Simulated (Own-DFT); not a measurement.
Hf$_{36}$O$_{71}$ (tetragonal hafnia with one neutral oxygen vacancy, atoms displaced) (calculated)

A calculation, not a measurement: plane-wave PBE and HSE06 DFT by an unreviewed code, no spin, of a simulated cell at Gamma alone, so results move with cell size and shape, stress positive in tension, energies less offsets, not probed for a lower state with spin; hafnium file: forces about 75 meV/angstrom off all-electron values; oxygen file: force components 24 meV/angstrom off all-electron in a glass; k mesh not checked against a denser one; forces and stress are PBE's, HSE06 gives the energy alone, and its difference from PBE has offsets of its own; offsets are fitted by least squares, one for each functional and potential file, so energies compare only between cells with the same atoms and settings and are not formation energies; the far tail of each file's local potential was reset to the Coulomb form; each entry is a single point on an unrelaxed cell, so the pressure reflects the starting lattice, taken from the Materials Project, from which strain is counted, and rises with the displacements; printed positions are rounded, which can move forces by about a meV/angstrom; the program is a retired in-house code; no spin-orbit coupling. Program: Own-DFT development build.

Common to all runs: first functional PBE; second functional HSE06; exact exchange share 0.25; screening 0.11 1/bohr; exchange divergence Gygi-Baldereschi; potential files PseudoDojo norm-conserving, scalar-relativistic, made for PBE, standard set; wave cutoff 48 hartree; occupations fixed; k mesh 1 x 1 x 1 centred on Gamma.

(1) Hf$_{36}$O$_{71}$ (tetragonal hafnia with one neutral oxygen vacancy, atoms displaced)

```
cell vectors (Å)
  10.7800     0.0000     0.0000
   0.0000    10.7800     0.0000
   0.0000     0.0000    10.4493
atoms (fractions of the cell vectors)
Hf  0.00452  0.00145  0.99328
Hf  0.17125  0.16244  0.24860
O   0.00098  0.17741  0.15356
O   0.17749  0.99902  0.35045
O   0.00162  0.17008  0.40098
O   0.17080  0.99122  0.10285
Hf  0.00357  0.99771  0.50022
Hf  0.17532  0.15940  0.74732
O   0.99753  0.16450  0.64612
O   0.16388  0.99295  0.84158
O   0.00217  0.16824  0.91127
O   0.16981  0.99178  0.59971
Hf  0.99733  0.33598  0.99673
Hf  0.16801  0.49724  0.24696
O   0.00287  0.50609  0.15612
O   0.16841  0.33109  0.35029
O   0.99669  0.50045  0.40728
O   0.17014  0.34346  0.09886
Hf  0.99474  0.32845  0.49932
Hf  0.16104  0.49903  0.75916
O   0.99666  0.49692  0.64712
O   0.17474  0.33997  0.84925
O   0.99981  0.50003  0.90792
O   0.16568  0.33263  0.59176
Hf  0.99127  0.66682  0.00855
Hf  0.18259  0.82612  0.24849
O   0.99643  0.82848  0.15224
O   0.16710  0.67186  0.35416
O   0.99752  0.82575  0.40108
O   0.16779  0.67185  0.10577
Hf  0.99160  0.66832  0.49855
Hf  0.16498  0.83269  0.74728
O   0.00276  0.83806  0.64856
O   0.16160  0.67427  0.85202
O   0.00020  0.83806  0.90419
O   0.16664  0.66805  0.59682
Hf  0.33058  0.00505  0.00316
Hf  0.49842  0.16960  0.24894
O   0.33204  0.16686  0.14445
O   0.49568  0.99982  0.34607
O   0.32584  0.17193  0.40214
O   0.50414  0.98972  0.10174
Hf  0.33326  0.00600  0.50957
Hf  0.50223  0.16935  0.74465
O   0.33551  0.15826  0.64769
O   0.50261  0.00365  0.84767
O   0.34120  0.16523  0.89779
Hf  0.34035  0.33571  0.00151
Hf  0.50433  0.48934  0.25444
O   0.33951  0.49504  0.15056
O   0.50208  0.33709  0.34663
O   0.33460  0.50260  0.40821
O   0.49236  0.33327  0.09977
Hf  0.33143  0.33632  0.50778
Hf  0.49567  0.50582  0.75458
O   0.33504  0.50876  0.65869
O   0.50130  0.33742  0.84846
O   0.32499  0.50408  0.91145
O   0.50057  0.33162  0.59755
Hf  0.33318  0.67006  0.99466
Hf  0.49819  0.83070  0.24970
O   0.33210  0.83545  0.14945
O   0.50047  0.66929  0.35243
O   0.33434  0.83505  0.40104
O   0.50416  0.66896  0.09988
Hf  0.33580  0.66464  0.50235
Hf  0.50520  0.83756  0.74850
O   0.33468  0.83701  0.65434
O   0.49821  0.66517  0.84075
O   0.33146  0.83885  0.90589
O   0.50013  0.66820  0.60381
Hf  0.65995  0.00193  0.00240
Hf  0.83571  0.16610  0.24358
O   0.66235  0.17231  0.15416
O   0.83546  0.00189  0.35054
O   0.66841  0.16848  0.39423
O   0.83919  0.00348  0.09804
Hf  0.67083  0.00789  0.49617
Hf  0.83507  0.16500  0.75673
O   0.67095  0.16593  0.65360
O   0.83329  0.99077  0.85208
O   0.66032  0.16552  0.91023
O   0.82853  0.99786  0.60458
Hf  0.66799  0.33210  0.99715
Hf  0.83870  0.50262  0.25006
O   0.65781  0.49854  0.15700
O   0.83579  0.33598  0.35428
O   0.66335  0.50847  0.39899
O   0.82832  0.33958  0.10520
Hf  0.67141  0.33319  0.49591
Hf  0.83430  0.49888  0.75239
O   0.66987  0.50414  0.64752
O   0.82980  0.32647  0.85344
O   0.66786  0.50229  0.89557
O   0.83069  0.32562  0.59860
Hf  0.66686  0.66244  0.00024
Hf  0.82996  0.83744  0.24733
O   0.66622  0.83558  0.16009
O   0.83011  0.66683  0.35993
O   0.67260  0.83702  0.40040
O   0.83473  0.66473  0.10259
Hf  0.66748  0.66683  0.50645
Hf  0.83896  0.83096  0.75199
O   0.66101  0.82765  0.65999
O   0.83388  0.66699  0.85033
O   0.66804  0.83267  0.90978
O   0.83329  0.66134  0.59897
```

* PBE energy of cell above offsets: -98.033 eV
* HSE06 less PBE above offsets: 0.013 eV
* PBE pressure: 1.44 GPa
* PBE stress xx: -1.52 GPa
* PBE stress yy: -1.38 GPa
* PBE stress zz: -1.41 GPa
* PBE stress yz: 0.45 GPa
* PBE stress xz: 1.03 GPa
* PBE stress xy: -0.07 GPa

Force:
```
element  x (eV/Å)  y (eV/Å)  z (eV/Å)
     Hf    -0.543    -1.463     1.959
     Hf    -0.575     0.627      1.28
      O     0.515    -0.146    -0.215
      O     -0.99     0.259    -0.081
      O    -0.063    -1.563    -0.154
      O    -1.117     1.162     -0.87
     Hf    -0.827    -0.495    -0.765
     Hf    -1.142      0.98     0.106
      O     0.841    -0.268     1.477
      O      0.03     2.448     1.071
      O     0.097     0.325    -1.685
      O    -0.805     1.158     0.161
     Hf     0.952    -0.549     2.213
     Hf     1.276     0.293     1.076
      O    -0.579    -0.173     -0.62
      O    -0.136     0.586    -0.944
      O     0.057    -0.334    -0.906
      O    -0.787    -0.366    -0.675
     Hf     0.582     1.052    -0.322
     Hf     0.459     1.843    -1.634
      O     0.206      -0.3     1.857
      O    -0.702     -2.32    -0.424
      O    -0.247     0.052    -0.887
      O     0.185    -0.285     1.494
     Hf     2.496     1.704    -0.111
     Hf    -2.703      0.28     1.374
      O     0.425     0.046    -0.109
      O     0.327    -1.624    -0.747
      O    -0.179     2.263     0.369
      O     0.209    -0.599    -0.997
     Hf     1.743    -0.549    -0.325
     Hf     0.883    -1.566    -0.583
      O    -1.008    -0.134     0.316
      O     0.168    -1.352    -0.059
      O    -0.357    -1.166    -0.496
      O    -0.382     0.043     0.543
     Hf     1.171    -1.136    -0.137
     Hf    -0.199     -0.75     0.754
      O     0.379    -0.352     0.248
      O     0.212     1.019     0.376
      O      0.87    -0.095     0.225
      O    -1.448     1.023    -0.453
     Hf     1.168     -1.34    -2.332
     Hf     0.447    -0.248      0.57
      O    -0.139      0.16     0.404
      O     0.356     -0.12    -0.562
      O    -1.022     0.256    -0.323
     Hf    -1.941     0.392    -0.277
     Hf     -1.35     3.578     -0.13
      O    -0.643     0.479     0.788
      O     0.063    -2.483     1.066
      O      -0.1    -1.075    -0.173
      O     2.468    -0.503     0.212
     Hf    -0.196     0.465    -1.725
     Hf     1.162    -0.639    -1.642
      O    -1.117    -0.895     0.192
      O    -0.162     -0.09     0.246
      O     0.477    -0.203    -1.173
      O     0.174    -0.264     0.095
     Hf    -0.088     0.704     1.544
     Hf     0.111    -0.349     1.003
      O     1.946    -0.274    -0.574
      O    -0.193     -0.44    -0.335
      O     0.099    -0.081     0.455
      O    -0.665     0.403    -1.049
     Hf    -0.461     1.128    -0.244
     Hf     -1.65    -0.226     0.661
      O     0.576     0.501     0.023
      O    -0.141     1.078     1.829
      O      0.24    -0.177    -0.172
      O    -0.013    -0.199    -0.444
     Hf     1.096    -1.338     0.119
     Hf      0.02    -0.021     0.969
      O     0.472    -0.179    -0.517
      O     0.227     0.559     -0.28
      O    -0.188     0.134     0.658
      O    -0.783     0.521     0.077
     Hf    -0.487    -1.181    -0.056
     Hf     0.014    -1.456    -1.454
      O    -0.403    -0.216     0.164
      O     0.179     1.999    -0.263
      O     0.521     0.477    -0.954
      O      0.76    -0.169    -0.622
     Hf    -0.872     0.655      0.88
     Hf    -1.077     0.249     1.587
      O     2.326    -0.092    -1.425
      O    -0.417    -0.214    -0.701
      O     0.181    -1.831     0.624
      O     0.758     0.026    -0.937
     Hf    -0.482     1.141     0.029
     Hf    -0.674     0.492    -1.213
      O    -0.235    -0.551     0.774
      O     0.264     0.983     0.176
      O     0.364    -0.613      0.81
      O     0.033     0.229     0.731
     Hf     -0.71     0.817     0.559
     Hf     0.973     -0.43     1.478
      O     0.446    -0.053    -0.974
      O     0.234    -0.103    -1.638
      O    -0.276     0.376     1.264
      O    -1.814    -0.537     0.267
     Hf    -0.734     0.472    -1.151
     Hf    -0.641     0.454    -0.436
      O     2.126     0.389    -0.759
      O     0.452    -0.473     0.183
      O    -0.339    -0.303    -0.037
      O    -0.009     0.667     1.434
```

(2) Hf$_{36}$O$_{71}$ (tetragonal hafnia with one neutral oxygen vacancy, atoms displaced)

```
cell vectors (Å)
  10.7800     0.0000     0.0000
   0.0000    10.7800     0.0000
   0.0000     0.0000    10.4493
atoms (fractions of the cell vectors)
Hf  0.99903  0.98959  0.00434
Hf  0.16014  0.17261  0.23506
O   0.99619  0.17917  0.14985
O   0.15987  0.00424  0.34365
O   0.99929  0.15893  0.39847
O   0.17603  0.01510  0.10166
Hf  0.00819  0.99919  0.50808
Hf  0.17015  0.17423  0.74874
O   0.99658  0.15615  0.64690
O   0.16328  0.00595  0.85278
O   0.00129  0.16554  0.90023
O   0.17601  0.00221  0.59289
Hf  0.99622  0.34574  0.99338
Hf  0.16553  0.49719  0.25625
O   0.98718  0.51018  0.14312
O   0.17984  0.33764  0.35158
O   0.00258  0.49870  0.39347
O   0.17405  0.33039  0.09765
Hf  0.01107  0.33723  0.49453
Hf  0.17339  0.50427  0.75749
O   0.99528  0.51891  0.65198
O   0.16512  0.33786  0.85234
O   0.99644  0.50972  0.90799
O   0.15475  0.31859  0.58859
Hf  0.99547  0.68235  0.00386
Hf  0.16498  0.84158  0.24131
O   0.01135  0.83230  0.14344
O   0.18064  0.66722  0.33939
O   0.00870  0.83078  0.39794
O   0.15470  0.66315  0.10277
Hf  0.99674  0.66897  0.49142
Hf  0.16988  0.84554  0.75215
O   0.00308  0.83071  0.65234
O   0.16793  0.67285  0.84426
O   0.00543  0.82889  0.89593
O   0.16586  0.67504  0.60026
Hf  0.33673  0.00300  0.99910
Hf  0.49235  0.17613  0.22784
O   0.33804  0.17899  0.16822
O   0.49217  0.99582  0.35457
O   0.32501  0.16180  0.39986
O   0.49789  0.00237  0.10548
Hf  0.33934  0.99479  0.51101
Hf  0.50041  0.16994  0.74197
O   0.34642  0.16840  0.65751
O   0.50991  0.99644  0.85595
O   0.32343  0.16955  0.91086
O   0.49468  0.98871  0.60200
Hf  0.34042  0.32074  0.99569
Hf  0.49454  0.49676  0.24580
O   0.34189  0.50977  0.15053
O   0.48577  0.34385  0.33913
O   0.33407  0.50864  0.39280
O   0.50039  0.33837  0.09803
Hf  0.31448  0.32062  0.50139
Hf  0.48914  0.50161  0.74238
O   0.32378  0.50324  0.65512
O   0.51190  0.34283  0.83394
O   0.33548  0.50307  0.90543
O   0.49199  0.33907  0.60008
Hf  0.34276  0.66858  0.00271
Hf  0.49847  0.83566  0.26315
O   0.32091  0.81963  0.15714
O   0.50694  0.65313  0.33357
O   0.33791  0.82631  0.40556
O   0.48663  0.65952  0.09795
Hf  0.32142  0.65659  0.50133
Hf  0.49348  0.82082  0.74882
O   0.32400  0.83423  0.66314
O   0.49900  0.66022  0.85474
O   0.32684  0.84173  0.90915
O   0.49114  0.67488  0.60125
Hf  0.65911  0.00867  0.99709
Hf  0.83833  0.16733  0.25592
O   0.67792  0.16471  0.14555
O   0.82456  0.00814  0.34505
O   0.64744  0.17636  0.40831
O   0.83567  0.00839  0.09189
Hf  0.67259  0.00028  0.49458
Hf  0.82700  0.16702  0.73664
O   0.66016  0.15543  0.64765
O   0.83106  0.00840  0.83829
O   0.82227  0.97827  0.61175
Hf  0.67186  0.32946  0.00404
Hf  0.81429  0.50503  0.24629
O   0.67367  0.50437  0.15336
O   0.82933  0.32979  0.35309
O   0.65891  0.49931  0.40127
O   0.83100  0.32374  0.10496
Hf  0.67298  0.34070  0.50592
Hf  0.82601  0.49642  0.74610
O   0.67369  0.50501  0.65480
O   0.82750  0.33349  0.84943
O   0.67287  0.49688  0.89685
O   0.83698  0.33896  0.59600
Hf  0.66046  0.65674  0.00957
Hf  0.82689  0.83618  0.25940
O   0.67087  0.83459  0.15875
O   0.82997  0.66357  0.34767
O   0.66655  0.82482  0.41351
O   0.82799  0.66022  0.09778
Hf  0.66371  0.66524  0.50506
Hf  0.83797  0.83694  0.74725
O   0.67049  0.82688  0.64478
O   0.83671  0.67361  0.83604
O   0.65919  0.84274  0.91487
O   0.83097  0.65791  0.59097
```

- PBE energy of cell above offsets: -89.179 eV
- HSE06 less PBE above offsets: 0.531 eV
- PBE pressure: 4.98 GPa
- PBE stress xx: -7.41 GPa
- PBE stress yy: -2.63 GPa
- PBE stress zz: -4.9 GPa
- PBE stress yz: 0.08 GPa
- PBE stress xz: -2.87 GPa
- PBE stress xy: 0.08 GPa

Force:
```
element  x (eV/Å)  y (eV/Å)  z (eV/Å)
     Hf     0.029     2.398    -1.467
     Hf    -0.139    -0.969      2.09
      O     0.506    -0.564     0.209
      O    -0.226    -0.309    -0.019
      O     0.123     1.488     0.479
      O    -0.799    -0.267    -0.399
     Hf     0.013    -0.355    -0.942
     Hf    -2.377    -1.391     1.796
      O     0.563    -0.155     0.097
      O     0.526     0.608     -0.83
      O     0.379     0.647      0.14
      O    -1.738     0.417     1.573
     Hf    -0.224    -0.847     1.234
     Hf     0.036      2.92     -2.86
      O     0.711    -1.888     1.608
      O    -1.252    -1.166     0.276
      O     0.811    -0.049     0.702
      O    -0.487     0.246    -0.212
     Hf    -5.453     0.178    -2.438
     Hf    -3.395      2.93     1.372
      O     1.886    -1.817     0.019
      O     0.337    -0.493    -1.272
      O     0.295    -0.704    -1.068
      O     2.545    -0.232     3.757
     Hf     0.596    -4.054     0.296
     Hf     0.528    -1.325     2.737
      O    -3.246     1.389    -0.261
      O    -1.127     0.196     0.964
      O    -1.206     1.066      0.06
      O     1.426    -0.202    -1.165
     Hf     0.232    -1.283     1.763
     Hf    -2.073    -2.085     0.988
      O     0.133      0.94    -0.765
      O     0.535    -0.499    -0.071
      O    -0.568     2.957    -0.095
      O    -0.499    -0.675    -1.042
     Hf     0.184    -1.478     0.134
     Hf     6.242    -0.179     5.537
      O    -4.223     0.017    -3.948
      O     0.744     0.757    -0.381
      O      0.23     0.162     1.788
      O     -0.63      0.06    -0.092
     Hf     0.768    -0.569    -3.788
     Hf     3.123    -0.341     2.341
      O    -4.294     0.257    -1.129
      O    -1.254     1.547    -1.051
      O     0.421    -1.945    -2.158
      O     1.724     0.183     0.736
     Hf    -1.081     5.309     1.829
     Hf     0.018     0.191     0.339
      O    -3.132    -0.866     -0.45
      O    -0.127     -2.84     0.638
      O    -0.755     -2.05     1.545
      O     0.929    -0.917    -1.008
     Hf     4.876     0.549    -2.944
     Hf     1.605    -0.103     0.604
      O     0.385    -0.601     -1.41
      O    -0.814     -2.02     1.401
      O     -0.15    -1.622    -0.977
      O     0.496     0.192    -0.896
     Hf    -4.775    -0.429    -0.186
     Hf    -0.929    -1.243    -0.461
      O      3.22     1.009    -0.938
      O     0.473     3.617      1.75
      O      0.37     0.692     0.866
      O     4.982     1.022     0.593
     Hf    -0.002     1.618    -1.351
     Hf     2.157     1.583      0.15
      O     2.258     0.321    -0.896
      O    -0.105     0.897    -0.492
      O     0.687    -0.423    -0.434
      O     0.194    -0.826      0.04
     Hf     0.852     0.108    -0.141
     Hf    -0.265     2.207     -1.72
      O    -2.172      0.12    -0.087
      O    -0.576    -2.312      1.65
      O     0.771    -0.875     0.006
      O     0.396     -1.15       0.3
     Hf    -1.876     0.319     0.754
     Hf     1.298    -0.145     2.189
      O      0.81     0.644     0.153
      O    -0.196    -0.374     1.302
      O     1.652     2.457    -3.287
     Hf     0.709    -0.424    -1.343
     Hf     6.114    -1.235     2.133
      O    -5.091    -0.211    -2.955
      O    -0.124     0.694     0.004
      O     1.038    -0.637     0.577
      O     0.052      1.26    -1.017
     Hf    -1.599    -0.263    -1.815
     Hf     2.679     2.043     1.691
      O    -3.651    -0.378     -1.41
      O     0.076    -1.319    -0.127
      O    -0.133     0.864     1.644
      O     0.564     -0.66     0.719
     Hf     0.479     1.416    -1.908
     Hf     0.217    -0.879    -1.107
      O    -0.881    -0.088     0.867
      O     0.265     1.329     0.054
      O     0.198     1.984    -2.188
      O    -0.226     1.419     0.021
     Hf      0.04    -0.698     0.353
     Hf    -1.123    -0.609     0.503
      O    -1.679    -0.685     1.772
      O    -0.684    -0.957     0.826
      O     0.388    -2.388    -0.255
      O     0.456      0.84    -0.711
```
